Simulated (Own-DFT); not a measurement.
Simulation results for GaN (wurtzite, strained, atoms displaced)

All values are calculated (Own-DFT development build). A calculation, not a measurement: plane-wave PBE density functional theory by an unreviewed code, no spin, of a simulated periodic cell, stress positive in tension, free energy of the whole cell less one offset for each atom, forces on such cells passed a denser k mesh, this cell's mesh not checked; offsets are fitted by least squares, one for each functional and potential file, so energies compare only between cells with the same atoms and settings and are not formation energies; the far tail of each file's local potential was reset to the Coulomb form; each entry is a single point on an unrelaxed cell, so the pressure reflects the starting lattice, mostly measured values (interpolated for alloys), from which strain is counted, and rises with the displacements; printed positions are rounded, which can move forces by about a meV/angstrom; the program, named Own-DFT, is a retired in-house code; no spin-orbit coupling.

Settings shared by all entries: functional PBE; potential files PseudoDojo norm-conserving, scalar-relativistic, standard set with the stringent files for Ga; wave cutoff 96 hartree; occupations Gaussian; smearing width 0.01 eV; k mesh 3 x 4 x 3 centred on Gamma.

(1) GaN (wurtzite, strained, atoms displaced)

```
cell vectors (Å)
  12.7560     0.0000     0.0000
  -4.7835     8.2853     0.0621
   0.0000     0.0778    10.3700
atoms (fractions of the cell vectors)
Ga  0.07998  0.22347  0.99341
Ga  0.16760  0.11098  0.25349
N   0.08579  0.21941  0.18974
N   0.16231  0.10485  0.44408
Ga  0.08208  0.22214  0.50029
Ga  0.16396  0.11162  0.74298
N   0.08232  0.22639  0.69160
N   0.16794  0.11301  0.93500
Ga  0.09092  0.55881  0.99344
Ga  0.16797  0.44354  0.24602
N   0.08782  0.55453  0.18610
N   0.16376  0.43271  0.44340
Ga  0.08470  0.55053  0.50427
Ga  0.16148  0.43750  0.74613
N   0.07802  0.55258  0.68758
N   0.16357  0.44961  0.94613
Ga  0.09065  0.88427  0.99475
Ga  0.16650  0.77379  0.25036
N   0.08404  0.88833  0.19209
N   0.16580  0.77534  0.43802
Ga  0.09144  0.89751  0.51026
Ga  0.16397  0.76994  0.74617
N   0.08294  0.88963  0.67932
N   0.17283  0.77874  0.94011
Ga  0.34413  0.23064  0.99766
Ga  0.41476  0.10761  0.24803
N   0.32897  0.22013  0.18293
N   0.42023  0.11356  0.44025
Ga  0.34357  0.22427  0.50378
Ga  0.41621  0.10802  0.74707
N   0.33850  0.21991  0.68782
N   0.42423  0.11700  0.93650
Ga  0.32917  0.55338  0.00153
Ga  0.42423  0.44205  0.24774
N   0.34324  0.55794  0.19108
N   0.42079  0.44631  0.43559
Ga  0.33403  0.55468  0.50758
Ga  0.41230  0.43682  0.74914
N   0.33563  0.55644  0.69562
N   0.41726  0.44632  0.94115
Ga  0.32569  0.88215  0.01007
Ga  0.40837  0.77284  0.25484
N   0.33695  0.89914  0.19463
N   0.41265  0.76776  0.45060
Ga  0.33380  0.88599  0.49447
Ga  0.41524  0.77360  0.75462
N   0.33181  0.88370  0.69612
N   0.41320  0.76954  0.93529
Ga  0.57843  0.22477  0.99802
Ga  0.66016  0.10537  0.24990
N   0.58853  0.22207  0.19466
N   0.66918  0.11726  0.43937
Ga  0.58804  0.22974  0.50227
Ga  0.66132  0.11131  0.76001
N   0.58364  0.22255  0.68525
N   0.67273  0.11853  0.93746
Ga  0.58847  0.56410  0.00231
Ga  0.66213  0.44269  0.26085
N   0.58351  0.56009  0.19236
N   0.67468  0.45145  0.44495
Ga  0.58086  0.55586  0.50659
Ga  0.66470  0.44324  0.75242
N   0.58561  0.56058  0.69410
N   0.66508  0.44068  0.93011
Ga  0.58572  0.89181  0.00211
Ga  0.66438  0.77337  0.25595
N   0.58147  0.89111  0.18216
N   0.66161  0.78897  0.43769
Ga  0.58820  0.89438  0.50385
Ga  0.66327  0.77837  0.74931
N   0.58979  0.87480  0.68942
N   0.66123  0.76981  0.94174
Ga  0.83049  0.22130  0.00728
Ga  0.91179  0.11275  0.25128
N   0.83502  0.22293  0.18446
N   0.91247  0.10521  0.43931
Ga  0.82964  0.22206  0.50264
Ga  0.91229  0.10470  0.75540
N   0.83672  0.22384  0.69537
N   0.92067  0.11397  0.93739
Ga  0.84431  0.57108  0.99871
Ga  0.91550  0.43885  0.25843
N   0.83708  0.54958  0.18808
N   0.91094  0.43932  0.44003
Ga  0.83374  0.55072  0.49636
Ga  0.91787  0.45353  0.74333
N   0.84244  0.56477  0.69007
N   0.92027  0.44482  0.93278
Ga  0.83796  0.88480  0.99664
Ga  0.91084  0.77701  0.24561
N   0.83178  0.89025  0.18738
N   0.91294  0.77774  0.43846
Ga  0.83463  0.89750  0.49116
Ga  0.91749  0.77559  0.75288
N   0.82499  0.87922  0.69022
N   0.91141  0.77208  0.94547
```

- free energy of cell above offsets: -4.316 eV
- pressure: 7.27 GPa
- stress xx: -6.14 GPa
- stress yy: -8.43 GPa
- stress zz: -7.25 GPa
- stress yz: 1.81 GPa
- stress xz: -0.62 GPa
- stress xy: 1.69 GPa

Force:
```csv
element,x (eV/Å),y (eV/Å),z (eV/Å)
Ga,1.432,-0.168,1.388
Ga,-0.362,-0.587,-0.089
N,-0.996,0.246,-0.311
N,0.986,1.911,-0.436
Ga,-0.047,-1.537,0.25
Ga,0.723,0.006,0.942
N,0.04,-1.336,-0.7
N,0.388,-0.22,-0.296
Ga,-2.941,-0.373,1.4
Ga,0.766,-0.504,0.515
N,-0.593,0.185,0.309
N,0.032,2.082,-0.766
Ga,-0.476,0.178,-1.198
Ga,0.273,1.449,1.206
N,1.564,0.46,0.032
N,2.276,-1.433,-1.996
Ga,-1.695,1.412,1.388
Ga,-1.004,0.055,0.248
N,0.108,-0.218,-0.949
N,0.202,-0.137,0.476
Ga,-0.96,-2.034,-4.059
Ga,0.093,0.979,0.285
N,0.261,-0.235,4.365
N,-0.992,-0.359,-1.254
Ga,-1.36,-1.097,-0.205
Ga,0.038,2.175,0.701
N,1.336,0.331,0.887
N,0.432,-0.471,-0.502
Ga,-1.663,-0.026,-0.826
Ga,0.5,-0.47,0.631
N,-1.234,0.064,0.086
N,-1.471,-1.788,-0.001
Ga,0.995,-0.171,0.168
Ga,-1.709,-0.577,0.344
N,-1.372,-0.311,-0.08
N,-0.329,-0.4,0.691
Ga,0.079,-1.352,-0.341
Ga,0.777,0.873,0.944
N,-0.767,-1.026,-0.588
N,0.074,0.496,-0.411
Ga,2.404,1.396,-1.216
Ga,1.618,0.275,0.113
N,-0.099,-2.235,-0.522
N,0.257,1.677,-1.506
Ga,-0.283,0.121,1.289
Ga,0.642,0.501,-0.689
N,0.008,0.352,-1.357
N,-0.233,1.409,1.626
Ga,2.248,0.598,1.085
Ga,1.441,0.036,0.263
N,-2.047,0.717,-0.977
N,-0.622,-0.679,-0.193
Ga,0.049,-0.725,-0.483
Ga,1.531,-0.282,-1.963
N,0.004,-0.103,0.665
N,-1.171,-0.907,1.301
Ga,-0.007,-2.16,-0.116
Ga,1.284,0.286,-1.434
N,1.571,-0.514,-0.502
N,-2.086,-0.546,-0.257
Ga,0.64,0.974,-0.145
Ga,0.579,0.585,-1.198
N,-0.348,-1.385,-0.749
N,0.168,1.114,2.29
Ga,-0.432,-0.467,-0.985
Ga,-0.512,1.293,-0.946
N,-0.125,-0.622,1.845
N,2.019,-1.646,0.001
Ga,-1.537,0.263,0.394
Ga,3,-1.739,2.043
N,-5.133,3.238,-0.643
N,0.704,2.484,-0.648
Ga,0.947,0.999,-2.009
Ga,1.477,-0.315,-0.369
N,-0.782,-0.063,1.767
N,-0.163,2.688,-0.424
Ga,0.933,-0.552,1.009
Ga,-0.203,-0.131,-0.986
N,-1.071,-0.078,-0.933
N,-1.175,-1.029,0.691
Ga,0.091,-5.086,0.981
Ga,0.37,0.513,-1.669
N,-1.348,0.482,0.223
N,1.585,0.299,0.398
Ga,0.214,2.388,1.152
Ga,0.078,-2.183,1.585
N,-1.774,-0.933,-0.913
N,-0.213,0.652,0.712
Ga,-2.275,1.206,0.783
Ga,1.351,-0.23,0.953
N,-0.43,-0.075,-0.149
N,0.641,0.075,-0.176
Ga,0.193,-2.82,1.725
Ga,-0.937,0.794,-0.607
N,1.545,1.213,-0.27
N,2.008,2.805,-2.107
```

(2) GaN (wurtzite, strained, atoms displaced)

```
cell vectors (Å)
  12.7560     0.0000     0.0000
  -4.7835     8.2853     0.0621
   0.0000     0.0778    10.3700
atoms (fractions of the cell vectors)
Ga  0.08009  0.22370  0.00104
Ga  0.16646  0.10800  0.25022
N   0.08933  0.23387  0.18969
N   0.16325  0.11363  0.43960
Ga  0.08443  0.21745  0.50509
Ga  0.16630  0.11854  0.74034
N   0.08149  0.22419  0.69280
N   0.16439  0.10346  0.93947
Ga  0.08415  0.56238  0.00223
Ga  0.16918  0.44365  0.25251
N   0.08255  0.55482  0.19571
N   0.16284  0.43716  0.44114
Ga  0.07937  0.55547  0.49279
Ga  0.16188  0.44070  0.74905
N   0.07859  0.55650  0.69372
N   0.16243  0.43487  0.92992
Ga  0.08416  0.89733  0.00927
Ga  0.16419  0.78373  0.25572
N   0.08170  0.89403  0.18640
N   0.16495  0.77932  0.43958
Ga  0.07759  0.89188  0.50551
Ga  0.16770  0.77555  0.74989
N   0.08785  0.88844  0.68550
N   0.16885  0.77464  0.93876
Ga  0.32659  0.21985  0.99493
Ga  0.41939  0.10194  0.25677
N   0.33367  0.22458  0.19313
N   0.41488  0.11462  0.44125
Ga  0.33555  0.21845  0.49428
Ga  0.41107  0.11595  0.74177
N   0.32886  0.21654  0.68102
N   0.42496  0.11710  0.93019
Ga  0.32020  0.55536  0.99410
Ga  0.42308  0.45235  0.24859
N   0.33953  0.56307  0.18898
N   0.41619  0.43970  0.44183
Ga  0.34453  0.56079  0.50017
Ga  0.41616  0.44237  0.74884
N   0.33225  0.54868  0.68885
N   0.40986  0.43817  0.93993
Ga  0.33268  0.89379  0.00531
Ga  0.41728  0.77029  0.25122
N   0.33352  0.89216  0.18903
N   0.41189  0.77398  0.43682
Ga  0.32743  0.89180  0.50601
Ga  0.41675  0.77113  0.75016
N   0.33672  0.88987  0.69705
N   0.41002  0.77292  0.94657
Ga  0.58569  0.22196  0.00333
Ga  0.65670  0.10248  0.24426
N   0.58352  0.21373  0.18908
N   0.66813  0.10566  0.43419
Ga  0.58372  0.22133  0.50024
Ga  0.66124  0.11240  0.74987
N   0.58327  0.21788  0.69181
N   0.67024  0.11302  0.93978
Ga  0.58322  0.55543  0.99737
Ga  0.67441  0.45805  0.25084
N   0.57852  0.55393  0.18169
N   0.66420  0.44278  0.43375
Ga  0.57860  0.54296  0.49582
Ga  0.66252  0.44889  0.75318
N   0.58310  0.55077  0.68860
N   0.66759  0.43991  0.94332
Ga  0.58496  0.88924  0.00205
Ga  0.66925  0.78121  0.25776
N   0.58661  0.89158  0.18843
N   0.67020  0.78356  0.44330
Ga  0.57567  0.87967  0.49740
Ga  0.66969  0.78130  0.74785
N   0.58421  0.88566  0.68144
N   0.66384  0.76971  0.93379
Ga  0.82999  0.22402  0.99254
Ga  0.91827  0.10744  0.25124
N   0.83274  0.21699  0.18729
N   0.92481  0.09879  0.44107
Ga  0.83193  0.21914  0.50227
Ga  0.91602  0.11826  0.74563
N   0.83314  0.22673  0.68724
N   0.91328  0.10943  0.93918
Ga  0.83329  0.54769  0.00554
Ga  0.90136  0.43808  0.24824
N   0.83499  0.54642  0.19629
N   0.92084  0.44737  0.43802
Ga  0.83346  0.55515  0.50023
Ga  0.92077  0.45127  0.75190
N   0.83510  0.55144  0.68461
N   0.92179  0.45196  0.93552
Ga  0.83761  0.88413  0.00363
Ga  0.91940  0.77097  0.24423
N   0.83797  0.89200  0.18252
N   0.91835  0.77276  0.44408
Ga  0.84017  0.89308  0.50584
Ga  0.91438  0.77858  0.75286
N   0.82909  0.87681  0.69124
N   0.91650  0.77860  0.93957
```

* free energy of cell above offsets: -5.329 eV
* pressure: 6.86 GPa
* stress xx: -6.91 GPa
* stress yy: -7.01 GPa
* stress zz: -6.66 GPa
* stress yz: 2.02 GPa
* stress xz: -0.67 GPa
* stress xy: 0.36 GPa

Force:
```csv
element,x (eV/Å),y (eV/Å),z (eV/Å)
Ga,0.289,-0.813,0.082
Ga,-0.302,1.592,0.316
N,-0.058,-1.851,-0.491
N,1.577,-0.719,-0.235
Ga,-0.467,1.325,-0.371
Ga,0.508,-1.661,1.568
N,-0.128,-0.363,-0.761
N,-0.933,1.3,-1.097
Ga,0.595,-0.969,0.709
Ga,-0.284,0.985,0.526
N,-0.625,0.442,-0.683
N,0.611,1.075,0.331
Ga,1.546,-0.017,1.086
Ga,0.049,1.025,-0.843
N,1.709,0.214,-1.494
N,-0.996,0.875,1.211
Ga,0.662,-1.746,-2.432
Ga,0.982,-0.906,-0.815
N,0.542,-0.597,1.323
N,-0.309,0.577,0.415
Ga,1.311,-0.149,-0.811
Ga,-0.102,0.296,0.529
N,-1.162,0.464,1.244
N,-0.879,1.243,0.271
Ga,1.565,-0.123,1.142
Ga,-1.198,1.388,-1.05
N,0.637,-0.419,-0.348
N,1.742,-1.068,-0.084
Ga,-2.155,0.345,0.241
Ga,1.778,-0.831,1.428
N,-0.378,1.287,0.06
N,-1.259,-0.39,0.854
Ga,2.054,-0.611,1.039
Ga,-1.262,-1.663,0.069
N,-0.676,-1.509,-0.563
N,0.018,0.481,-1
Ga,-2.073,-1.431,0.276
Ga,0.085,-0.362,0.586
N,-0.449,0.54,-0.173
N,0.125,1.074,-0.563
Ga,0.276,0.345,-1.16
Ga,-0.762,1.418,-0.483
N,0.114,-0.85,0.777
N,-0.242,0.89,0.261
Ga,0.817,-0.671,0.057
Ga,-0.068,0.459,0.707
N,-0.27,-0.315,-1.282
N,0.875,1.257,-1.154
Ga,-0.665,-0.58,-0.414
Ga,2.493,0.846,1.141
N,-1.385,1.929,0.011
N,-0.846,0.279,0.425
Ga,0.711,-0.386,0.109
Ga,1.485,-0.913,0.189
N,-1.536,1.33,-1.144
N,-1.052,-0.77,-0.675
Ga,-0.671,-0.891,-0.318
Ga,-1.733,-1.964,-0.574
N,2.066,1.218,1.066
N,0.776,-0.013,0.5
Ga,0.339,1.718,0.958
Ga,2.14,-1.037,0.062
N,-0.999,0.662,-0.644
N,-0.067,0.871,-0.222
Ga,-0.107,-0.831,-0.556
Ga,0.225,-0.037,-0.979
N,-0.093,-1.465,0.023
N,0.257,-1.248,-0.252
Ga,0.596,1.065,-0.064
Ga,-0.919,-0.951,0.148
N,-0.507,0.302,1.189
N,0.102,1.264,0.54
Ga,1.641,0.188,1.252
Ga,-0.02,0.944,-0.097
N,-0.583,0.123,-0.079
N,-1.939,1.731,-0.493
Ga,0.529,0.057,-0.93
Ga,-0.065,-1.33,1.139
N,-0.229,-0.3,0.387
N,0.232,-0.018,-0.527
Ga,-0.342,0.867,-1.027
Ga,5.632,-2.482,1.66
N,-3.146,2.889,-2.287
N,-1.659,-1.326,-0.371
Ga,0.172,-0.654,0.21
Ga,-1.006,-0.799,-0.384
N,-1.315,0.551,0.993
N,-0.434,-0.718,0.886
Ga,-1.744,0.601,-1.488
Ga,-1.101,0.825,1.514
N,0.033,-1.16,1.789
N,-0.942,0.275,-1.611
Ga,-0.544,-1.976,-0.197
Ga,1.544,-0.782,-0.179
N,0.296,2.136,-0.399
N,0.954,-0.906,0.498
```
